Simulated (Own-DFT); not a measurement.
# Response to strain: wurtzite GaN, 72 atoms (Ga36N36)

Calculated results; nothing here was measured. The program, named Own-DFT, is a retired in-house plane-wave density functional code that no person has reviewed. Each row is one single-point run on a periodic cell that was not relaxed, without spin or spin-orbit coupling.

Settings of every run: PBE; PseudoDojo norm-conserving scalar-relativistic files (stringent for Ga); cutoff 96 hartree; 4 x 4 x 3 k mesh centred on Gamma; Gaussian smearing of 0.01 eV.

Known limits: forces not confirmed at this smearing and k mesh; stress not checked against mesh or cutoff.

Unstrained cell vectors in Å: (9.567, 0.000, 0.000); (-4.784, 8.285, 0.000); (0.000, 0.000, 10.370). The unstrained cell has measured lattice constants (interpolated for alloys), not those of this functional. That, the random moves and any unrelaxed bonds set the pressure at no strain. Each run strains this cell uniformly, with the atoms carried along. Every atom was also moved at random, by a Gaussian of width 0.05 Å on each axis. Strain is the symmetric tensor, in per cent. Stress is positive in tension, and the pressure is minus a third of its trace.

| run | e_xx (%) | e_yy (%) | e_zz (%) | s_xx (GPa) | s_yy (GPa) | s_zz (GPa) | P (GPa) | E (meV/atom) |
|---|---|---|---|---|---|---|---|---|
| 1 | 1.25 | 1.25 | 0.00 | -1.45 | -1.33 | -4.08 | 2.29 | 0.4 |
| 2 | 1.50 | 1.50 | 0.00 | 0.26 | 0.72 | -5.54 | 1.52 | 0.0 |
| 3 | -0.50 | -0.50 | 0.00 | -8.29 | -9.10 | -9.78 | 9.06 | 18.5 |
| 4 | -1.75 | -1.75 | 0.00 | -17.22 | -16.02 | -10.42 | 14.55 | 39.5 |
| 5 | -2.75 | -2.75 | 0.00 | -23.10 | -24.43 | -11.12 | 19.55 | 54.6 |
| 6 | -1.00 | -1.00 | 0.00 | -12.84 | -12.70 | -8.50 | 11.35 | 21.3 |
| 7 | -2.25 | -2.25 | 0.00 | -21.66 | -18.65 | -11.70 | 17.34 | 55.0 |
| 8 | 2.50 | 2.50 | 0.00 | 3.97 | 5.43 | -4.64 | -1.59 | 11.1 |
| 9 | 0.50 | 0.50 | 0.00 | ? | ? | ? | ? | ? |

E is the free energy for each atom above the lowest run shown.

## Worked fit

The change of volume is close to e_xx + e_yy + e_zz. A straight line through the runs shown gives P = 7.80 - 203 x (fractional change of volume) GPa, with an error of 7 on the slope and a scatter of 0.67 GPa. The strain isn't the same on all axes and the cell isn't cubic, so the slope belongs to this path and is not the bulk modulus.

## Withheld run

Question: what pressure should run 9 give? Its volume changes by 1.00 %.

The line gives 5.8 GPa. The calculation gave 4.81 GPa.
